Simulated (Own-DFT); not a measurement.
Si$_{23}$GeO$_{48}$ (quartz with substituted atoms, atoms displaced) (calculated)

Computed with Own-DFT development build. A calculation, not a measurement: plane-wave PBE and HSE06 DFT by an unreviewed code, no spin, of a simulated cell at Gamma alone, so results move with cell size and shape, stress positive in tension, energies less offsets, not probed for a lower state with spin; oxygen file: force components 24 meV/angstrom off all-electron in a glass; k mesh not checked against a denser one; forces and stress are PBE's, HSE06 gives the energy alone, and its difference from PBE has offsets of its own; offsets are fitted by least squares, one for each functional and potential file, so energies compare only between cells with the same atoms and settings and are not formation energies; the far tail of each file's local potential was reset to the Coulomb form; each entry is a single point on an unrelaxed cell, so the pressure reflects the starting lattice, mostly measured values (interpolated for alloys), from which strain is counted, and rises with the displacements; printed positions are rounded, which can move forces by about a meV/angstrom; the program, named Own-DFT, is a retired in-house code; no spin-orbit coupling.

Settings shared by all entries: first functional PBE; second functional HSE06; exact exchange share 0.25; screening 0.11 1/bohr; exchange divergence Gygi-Baldereschi; potential files PseudoDojo norm-conserving, scalar-relativistic, made for PBE, standard set; wave cutoff 48 hartree; occupations fixed; k mesh 1 x 1 x 1 centred on Gamma.

(1) Si$_{23}$GeO$_{48}$ (quartz with substituted atoms, atoms displaced)

```
CELL_PARAMETERS angstrom
9.82680 0.00000 0.00000
-4.91340 8.51030 0.00000
0.00000 0.00000 10.81040
ATOMIC_POSITIONS crystal
Si 0.23001 0.99194 0.99804
Si 0.99844 0.24045 0.33455
Si 0.26418 0.27437 0.16672
O 0.21100 0.13408 0.05991
O 0.42475 0.29404 0.22814
O 0.37760 0.07384 0.38599
O 0.08130 0.37093 0.43888
O 0.13640 0.20474 0.27973
O 0.29264 0.42304 0.10284
Si 0.23776 0.99296 0.49587
Si 0.99362 0.23425 0.83128
Si 0.25833 0.25769 0.66825
O 0.21626 0.13662 0.55361
O 0.43343 0.29374 0.73714
O 0.35804 0.06641 0.88646
O 0.07701 0.37047 0.93753
O 0.13558 0.20738 0.76418
O 0.29993 0.42847 0.61020
Si 0.23476 0.49573 0.99248
Si 0.99040 0.73631 0.34204
Si 0.25908 0.75687 0.16731
O 0.21333 0.64745 0.06206
O 0.42672 0.79325 0.22517
O 0.37021 0.57395 0.40505
O 0.07492 0.86949 0.43918
O 0.13396 0.70013 0.27109
O 0.29076 0.92620 0.10650
Si 0.23723 0.49676 0.50567
Si 0.99826 0.73446 0.83498
Si 0.26889 0.76836 0.66842
O 0.21143 0.64583 0.55983
O 0.42325 0.79244 0.73134
O 0.36141 0.57358 0.88737
O 0.06543 0.86857 0.93444
O 0.13593 0.70652 0.77638
O 0.29367 0.92655 0.61134
Si 0.72608 0.00163 0.00223
Si 0.49559 0.23175 0.32992
Si 0.76533 0.26825 0.16314
O 0.71792 0.14148 0.06571
O 0.91871 0.28558 0.21699
O 0.86419 0.06921 0.39337
O 0.56986 0.36309 0.44377
O 0.63478 0.20835 0.26831
O 0.78433 0.43172 0.11079
Si 0.73911 0.00407 0.50176
Si 0.49225 0.23226 0.83353
Si 0.76670 0.26659 0.65687
O 0.70536 0.13848 0.56199
O 0.92011 0.29337 0.72474
O 0.86434 0.07425 0.88801
O 0.57097 0.37089 0.94031
O 0.62740 0.20010 0.77029
O 0.79433 0.42309 0.60517
Si 0.73772 0.50574 0.99894
Si 0.50357 0.73627 0.34007
Ge 0.75784 0.76479 0.17043
O 0.70871 0.62671 0.05895
O 0.93210 0.79924 0.22276
O 0.86609 0.57555 0.38988
O 0.58686 0.87435 0.43632
O 0.63259 0.70939 0.28293
O 0.78854 0.92665 0.11167
Si 0.73553 0.50374 0.50452
Si 0.49789 0.74142 0.83906
Si 0.77461 0.76346 0.66920
O 0.71006 0.63517 0.55901
O 0.92011 0.79123 0.72585
O 0.87359 0.58557 0.89395
O 0.57772 0.86505 0.93960
O 0.63554 0.70470 0.77804
O 0.78640 0.93058 0.61139
```

* PBE energy of cell above offsets: -16.321 eV
* HSE06 less PBE above offsets: -0.359 eV
* PBE pressure: 12.03 GPa
* PBE stress xx: -9.22 GPa
* PBE stress yy: -14.52 GPa
* PBE stress zz: -12.37 GPa
* PBE stress yz: -0.67 GPa
* PBE stress xz: -2.09 GPa
* PBE stress xy: -1.92 GPa

Force:
| element | x (eV/Å) | y (eV/Å) | z (eV/Å) |
| --- | --- | --- | --- |
| Si | -0.442 | 1.858 | 0.583 |
| Si | 0.7 | -1.944 | -1.779 |
| Si | 2.599 | -5.788 | 1.397 |
| O | -0.512 | 0.498 | 0.209 |
| O | -0.906 | 0.869 | -0.92 |
| O | -2.2 | -4.683 | 2.933 |
| O | -1.479 | -0.467 | 0.218 |
| O | -1.432 | 0.71 | -0.159 |
| O | -1.703 | 4.054 | -1.928 |
| Si | 1.508 | 3.189 | 0.518 |
| Si | 1.461 | 0.723 | -1.124 |
| Si | 6.348 | 2.752 | -3.709 |
| O | 0.189 | -0.511 | -0.044 |
| O | -7.429 | 2.244 | -7.002 |
| O | 0.008 | -0.713 | 0.577 |
| O | -1.874 | -2.326 | -1.322 |
| O | -5.814 | -1.839 | 5.315 |
| O | 0.151 | -0.659 | 0.82 |
| Si | -0.567 | 3.646 | 3.348 |
| Si | 3.524 | 0.966 | -6.088 |
| Si | 0.56 | 5.771 | 3.21 |
| O | 2.072 | -7.269 | -6.945 |
| O | 1.492 | -0.448 | 1.437 |
| O | 1.215 | 1.203 | -1.655 |
| O | -0.659 | 0.365 | 1.124 |
| O | -4.023 | -0.292 | 3.483 |
| O | 0.578 | -0.744 | 0.599 |
| Si | -1.226 | 2.528 | 1.103 |
| Si | 2.166 | 2.599 | -2.936 |
| Si | -1.082 | -0.701 | 1.182 |
| O | 1.073 | -3.104 | -1.828 |
| O | 1.101 | 0.952 | -0.028 |
| O | 0.649 | 0.053 | -0.14 |
| O | -0.065 | 1.205 | 1.206 |
| O | -0.867 | 0.027 | 0.231 |
| O | -0.743 | 1.773 | -1.256 |
| Si | 3.872 | 0.839 | 0.172 |
| Si | 2.367 | 3.501 | -0.244 |
| Si | -2.914 | 2.939 | 1.774 |
| O | -0.805 | -2.801 | -3.809 |
| O | 4.178 | 0.896 | 2.895 |
| O | 1.248 | 2.22 | -1.176 |
| O | 0.592 | 0.59 | -0.054 |
| O | -0.949 | -0.229 | 1.08 |
| O | 1.693 | -0.765 | 0.424 |
| Si | -0.975 | 0.833 | 0.765 |
| Si | 6.006 | -1.464 | 4.432 |
| Si | -2.233 | -0.618 | 6.275 |
| O | 0.879 | -4.17 | -4.425 |
| O | 2.255 | 0.578 | 0.742 |
| O | -1.16 | -1.585 | 1.863 |
| O | 0.608 | -0.405 | -0.132 |
| O | 0.523 | 0.646 | -0.32 |
| O | -1.006 | 3.783 | -1.295 |
| Si | 0.94 | -3.573 | -2.171 |
| Si | -3.808 | -0.142 | -0.97 |
| Ge | 2.601 | -2.572 | -1.132 |
| O | -3.389 | 2.515 | 0.525 |
| O | 3.056 | 0.25 | 2.231 |
| O | -1.497 | -3.092 | 2.251 |
| O | -1.762 | -0.504 | 0.54 |
| O | -0.31 | -2.472 | 2.4 |
| O | -2.797 | 5.83 | -3.521 |
| Si | 0.473 | -3.215 | -2.625 |
| Si | 2.738 | -3.075 | -3.891 |
| Si | -9.932 | 0.426 | -2.032 |
| O | -1.062 | 1.464 | 0.612 |
| O | 7.62 | 1.252 | 2.938 |
| O | -1.365 | -4.529 | 1.655 |
| O | -1.28 | 1.369 | 2.197 |
| O | -0.774 | 0.504 | -0.198 |
| O | 1.996 | -1.724 | 1.596 |

(2) Si$_{23}$GeO$_{48}$ (quartz with substituted atoms, atoms displaced)

```
CELL_PARAMETERS angstrom
9.82680 0.00000 0.00000
-4.91340 8.51030 0.00000
0.00000 0.00000 10.81040
ATOMIC_POSITIONS crystal
Si 0.23441 0.00345 0.00114
Si 0.99727 0.22381 0.33903
Si 0.25214 0.26115 0.16394
O 0.20094 0.13687 0.06347
O 0.42065 0.28757 0.22254
O 0.35327 0.06917 0.39974
O 0.06514 0.35979 0.44073
O 0.13217 0.20832 0.27320
O 0.28809 0.43080 0.11232
Si 0.23339 0.99863 0.50009
Si 0.01095 0.23842 0.83174
Si 0.25902 0.26580 0.67129
O 0.20406 0.13579 0.55615
O 0.41825 0.28710 0.72241
O 0.36020 0.07679 0.89536
O 0.07226 0.36273 0.92952
O 0.13426 0.21461 0.77606
O 0.29157 0.42573 0.59889
Si 0.23308 0.50010 0.00561
Ge 0.99576 0.72856 0.33030
Si 0.26387 0.77817 0.16595
O 0.21099 0.63766 0.05711
O 0.42438 0.78676 0.22159
O 0.36795 0.58449 0.39727
O 0.06951 0.86293 0.43648
O 0.15499 0.71597 0.27459
O 0.30174 0.93243 0.10580
Si 0.24196 0.49668 0.49779
Si 0.99798 0.73330 0.83173
Si 0.26442 0.76130 0.66617
O 0.20572 0.64168 0.55300
O 0.42411 0.78739 0.72741
O 0.36106 0.57519 0.89394
O 0.07292 0.86874 0.94078
O 0.13111 0.70834 0.77241
O 0.29041 0.92037 0.60750
Si 0.73591 0.99679 0.99949
Si 0.51231 0.23127 0.33164
Si 0.77684 0.27541 0.16739
O 0.71163 0.13927 0.05347
O 0.93091 0.30073 0.22739
O 0.86126 0.07484 0.38927
O 0.56725 0.36745 0.44304
O 0.62402 0.19706 0.26263
O 0.80248 0.43405 0.10091
Si 0.73352 0.99534 0.50840
Si 0.48805 0.23487 0.83014
Si 0.76633 0.26791 0.67212
O 0.71012 0.14015 0.55438
O 0.92638 0.30208 0.72713
O 0.87541 0.08662 0.88517
O 0.56477 0.36311 0.94381
O 0.63733 0.21053 0.76988
O 0.79582 0.43485 0.61206
Si 0.72697 0.49298 0.99500
Si 0.49380 0.72925 0.32627
Si 0.77708 0.77298 0.16218
O 0.71163 0.62799 0.05359
O 0.92527 0.78868 0.22639
O 0.86028 0.56282 0.38619
O 0.57158 0.87616 0.44134
O 0.63853 0.70007 0.26766
O 0.79638 0.92424 0.10276
Si 0.73846 0.49882 0.50040
Si 0.49650 0.73854 0.83639
Si 0.76638 0.77023 0.67130
O 0.71916 0.62812 0.56340
O 0.92265 0.79608 0.73314
O 0.86740 0.57162 0.89691
O 0.56631 0.86132 0.94627
O 0.63861 0.70967 0.76931
O 0.79138 0.92583 0.60002
```

* PBE energy of cell above offsets: -15.751 eV
* HSE06 less PBE above offsets: -0.291 eV
* PBE pressure: 11.71 GPa
* PBE stress xx: -12.21 GPa
* PBE stress yy: -10.11 GPa
* PBE stress zz: -12.82 GPa
* PBE stress yz: 4.37 GPa
* PBE stress xz: 0.64 GPa
* PBE stress xy: -0.15 GPa

Force:
| element | x (eV/Å) | y (eV/Å) | z (eV/Å) |
| --- | --- | --- | --- |
| Si | -1.34 | -0.47 | 1.07 |
| Si | -0.885 | 4.157 | -2.095 |
| Si | 3.491 | 3.378 | 2.949 |
| O | 0.388 | -3.536 | -3.598 |
| O | 0.639 | -0.479 | 0.889 |
| O | 4.854 | 3.784 | -5.172 |
| O | 1.588 | 1.977 | 1.322 |
| O | -0.299 | -1.117 | 0.901 |
| O | 0.803 | -0.854 | 0.826 |
| Si | -2.535 | -2.29 | 3.222 |
| Si | -7.603 | 0.72 | -1.946 |
| Si | 0.46 | -0.542 | -4.61 |
| O | -0.65 | 0.405 | 1.544 |
| O | 0.448 | 1.025 | -0.198 |
| O | 0.843 | 0.144 | -1.221 |
| O | 1.197 | 5.29 | 5.408 |
| O | 5.347 | -1.524 | -2.02 |
| O | 2.794 | -1.975 | 4.165 |
| Si | -1.49 | -0.251 | -2.678 |
| Ge | 4.889 | -1.042 | 1.083 |
| Si | 5.471 | -3.723 | -2.346 |
| O | -1.553 | 1.593 | 0.916 |
| O | -0.487 | 0.981 | -1.319 |
| O | 0.938 | -1.646 | -0.864 |
| O | 0.027 | 3.643 | 4.158 |
| O | -2.747 | -1.917 | 3.218 |
| O | -1.608 | 3.648 | -1.802 |
| Si | -7.139 | 1.401 | -1.477 |
| Si | -0.138 | -0.382 | 1.751 |
| Si | -0.889 | -0.269 | -0.308 |
| O | 1.574 | -2.678 | -0.873 |
| O | -0.144 | 0.839 | -0.754 |
| O | 0.795 | -0.366 | -0.293 |
| O | -0.062 | -0.153 | 0.18 |
| O | 0.878 | -0.372 | -0.02 |
| O | -0.76 | 1.819 | -0.246 |
| Si | -0.524 | 2.982 | -1.88 |
| Si | -8.445 | 0.753 | 2.494 |
| Si | -1.774 | -1.555 | -2.417 |
| O | 0.575 | -0.155 | 0.739 |
| O | 2.268 | -0.329 | 1.511 |
| O | -1.346 | -4.157 | 2.043 |
| O | 1 | -0.96 | -0.982 |
| O | 4.372 | -0.388 | -1.731 |
| O | 0.266 | -0.912 | 1.051 |
| Si | -4.602 | 3.939 | -6.357 |
| Si | 4.303 | 0.242 | 0.976 |
| Si | 0.682 | 1.061 | -4.477 |
| O | 0.136 | 0.347 | 1.174 |
| O | 3.333 | -0.209 | 1.185 |
| O | -2.306 | -5.371 | 2.855 |
| O | -1.273 | -1.804 | -1.732 |
| O | -5.042 | -1.296 | 3.754 |
| O | 1.075 | -1.31 | 0.625 |
| Si | 2.377 | 0.487 | 0.583 |
| Si | 3.513 | 3.743 | 0.84 |
| Si | -1.748 | -5.315 | -0.369 |
| O | -2.137 | 3.73 | 2.206 |
| O | -2.099 | 3.01 | -4.795 |
| O | -0.865 | -4.252 | 1.204 |
| O | -0.153 | -2.434 | -1.879 |
| O | -2.02 | 0.577 | 0.849 |
| O | -0.132 | 2.223 | -0.724 |
| Si | 0.211 | -1.941 | -0.986 |
| Si | 2.106 | -2.09 | -0.461 |
| Si | 2.04 | -1.347 | -4.147 |
| O | -2.753 | 4.167 | 1.945 |
| O | 0.757 | 1.077 | -0.342 |
| O | 0.583 | 0.294 | -1.601 |
| O | 0.737 | 1.348 | 0.54 |
| O | -4.556 | -0.882 | 3.672 |
| O | 4.347 | -2.491 | 4.866 |

(3) Si$_{23}$GeO$_{48}$ (quartz with substituted atoms, atoms displaced)

```
CELL_PARAMETERS angstrom
9.82680 0.00000 0.00000
-4.91340 8.51030 0.00000
0.00000 0.00000 10.81040
ATOMIC_POSITIONS crystal
Si 0.22558 0.99964 0.00209
Si 0.99853 0.22259 0.33985
Si 0.25823 0.25439 0.16845
O 0.20469 0.13014 0.06165
O 0.43087 0.28623 0.22451
O 0.35838 0.07054 0.39073
O 0.07344 0.37000 0.43768
O 0.15143 0.21010 0.27417
O 0.29465 0.42125 0.11161
Si 0.23644 0.99737 0.50483
Si 0.00718 0.24219 0.83856
Si 0.25961 0.26045 0.65731
O 0.21327 0.13941 0.55808
O 0.42641 0.29232 0.72085
O 0.35977 0.06677 0.89669
O 0.07875 0.36798 0.94152
O 0.13523 0.20240 0.76466
O 0.29425 0.43080 0.60427
Si 0.23783 0.49589 0.99155
Si 0.98938 0.73621 0.33687
Si 0.26081 0.76174 0.16424
O 0.22057 0.64274 0.05996
O 0.42375 0.79401 0.22485
O 0.35879 0.57348 0.38071
O 0.08489 0.87972 0.44397
O 0.13759 0.71157 0.27389
O 0.29355 0.93426 0.10540
Si 0.23192 0.49830 0.50508
Si 0.99545 0.73103 0.83373
Si 0.26761 0.76527 0.66507
O 0.20588 0.62963 0.56217
O 0.42179 0.79545 0.72803
O 0.36635 0.58287 0.89438
O 0.06573 0.86581 0.95030
O 0.13339 0.69780 0.77107
O 0.28963 0.92659 0.59908
Si 0.72872 0.99416 0.99634
Si 0.49560 0.22885 0.33394
Si 0.76196 0.26526 0.15625
O 0.70976 0.12680 0.06421
O 0.91837 0.30128 0.23177
O 0.87039 0.07706 0.38509
O 0.57635 0.36540 0.43631
O 0.63301 0.20033 0.27644
O 0.79199 0.42732 0.09750
Si 0.72838 0.00069 0.50526
Si 0.49785 0.24595 0.82993
Si 0.75157 0.26215 0.66238
O 0.71630 0.12678 0.56815
O 0.92021 0.29221 0.71886
O 0.86417 0.07553 0.89482
O 0.56887 0.36395 0.93977
O 0.63456 0.20362 0.77383
O 0.79142 0.41554 0.60878
Si 0.73257 0.50092 0.00093
Ge 0.49679 0.73855 0.33193
Si 0.76504 0.75545 0.16554
O 0.70087 0.63339 0.05350
O 0.92292 0.79171 0.21571
O 0.87198 0.56815 0.39471
O 0.57518 0.87852 0.43716
O 0.63388 0.70869 0.27523
O 0.79354 0.93146 0.10814
Si 0.73975 0.49452 0.49819
Si 0.50988 0.74164 0.84058
Si 0.76481 0.76436 0.66496
O 0.70773 0.63346 0.56357
O 0.92868 0.79286 0.72494
O 0.86399 0.57302 0.88776
O 0.56794 0.86953 0.93722
O 0.63670 0.69819 0.77688
O 0.79655 0.93081 0.61268
```

* PBE energy of cell above offsets: -14.150 eV
* HSE06 less PBE above offsets: -0.205 eV
* PBE pressure: 12.01 GPa
* PBE stress xx: -8.41 GPa
* PBE stress yy: -15.4 GPa
* PBE stress zz: -12.22 GPa
* PBE stress yz: -2.43 GPa
* PBE stress xz: -0.85 GPa
* PBE stress xy: -2 GPa

Force:
| element | x (eV/Å) | y (eV/Å) | z (eV/Å) |
| --- | --- | --- | --- |
| Si | 3.2 | -0.669 | -0.839 |
| Si | 2.097 | 9.651 | -5.68 |
| Si | 5.434 | 3.792 | -3.561 |
| O | -2.241 | 1.186 | -0.19 |
| O | -1.788 | 0.543 | -1.638 |
| O | 0.445 | -0.296 | 0.561 |
| O | -0.014 | -1.17 | 0.077 |
| O | -6.888 | -2.397 | 6.842 |
| O | -1.266 | 1.348 | -2.494 |
| Si | -1.206 | 5.497 | -3.658 |
| Si | -2.083 | -3.359 | -5.618 |
| Si | 0.978 | 4.253 | 3.004 |
| O | 0.231 | -3.263 | -3.476 |
| O | -1.385 | 0.838 | -1.632 |
| O | 0.725 | 2.691 | -2.163 |
| O | -1.66 | -0.553 | 0.198 |
| O | -2.745 | 0.073 | 2.705 |
| O | 2.069 | -1.466 | 2.125 |
| Si | 0.698 | 2.445 | 7.143 |
| Si | 4.227 | 2.189 | -1.374 |
| Si | -0.302 | 4.037 | 1.098 |
| O | 0.552 | -4.052 | -3.535 |
| O | -3.147 | 2.548 | -4.486 |
| O | -2.728 | -6.15 | 4.491 |
| O | -4.684 | -5.654 | -3.674 |
| O | -3.338 | -0.304 | 1.855 |
| O | 1.072 | -1.957 | 1.621 |
| Si | 0.174 | 0.787 | -5.056 |
| Si | 2.438 | 2.655 | -0.04 |
| Si | -1.922 | 0.053 | 0.005 |
| O | -1.093 | 1.273 | 0.061 |
| O | 3.89 | 0.291 | 1.707 |
| O | 1.946 | 0.074 | -1.987 |
| O | -1.506 | -3.051 | -2.578 |
| O | -2.046 | 0.571 | 1.045 |
| O | 4.489 | -3.213 | 5.516 |
| Si | 1.939 | 1.336 | 2.161 |
| Si | 1.658 | -0.376 | -1.147 |
| Si | 0.336 | -0.495 | 4.884 |
| O | -1.29 | -0.255 | -1.597 |
| O | 2.69 | -0.616 | 0.834 |
| O | -3.877 | -8.567 | 5.133 |
| O | 0.076 | 0.794 | 1.218 |
| O | 0.032 | 0.511 | -1.071 |
| O | 1.155 | -0.396 | 1.59 |
| Si | 5.494 | -3.053 | -3.327 |
| Si | 1.911 | -5.416 | 1.078 |
| Si | 4.853 | -3.733 | 4.103 |
| O | -3.953 | 3.271 | 0.713 |
| O | 2.431 | -0.127 | 2.646 |
| O | 1.082 | 0.925 | -1.135 |
| O | 0.107 | 1.797 | 1.299 |
| O | -3.273 | -0.251 | 1.806 |
| O | -2.723 | 6.375 | -3.807 |
| Si | -0.772 | 0.078 | -3.48 |
| Ge | 1.205 | 0.788 | 0.652 |
| Si | -6.532 | 2.524 | -1.316 |
| O | -0.435 | -0.056 | -0.032 |
| O | 4.947 | 0.145 | 3.524 |
| O | 0.051 | 0.562 | -0.339 |
| O | -0.545 | 1.832 | 2.735 |
| O | 5.365 | -0.858 | -2.164 |
| O | 0.754 | -2.351 | 0.233 |
| Si | -2.318 | 0.243 | 1.691 |
| Si | -1.149 | -2.804 | -5.586 |
| Si | 0.617 | 0.979 | 1.609 |
| O | 1.226 | -2.603 | -2.511 |
| O | -0.012 | 0.429 | -0.326 |
| O | -1.187 | -2.239 | 1.543 |
| O | -0.496 | 1.805 | 2.136 |
| O | -1.57 | 0.562 | 0.824 |
| O | -0.422 | -0.001 | -0.944 |
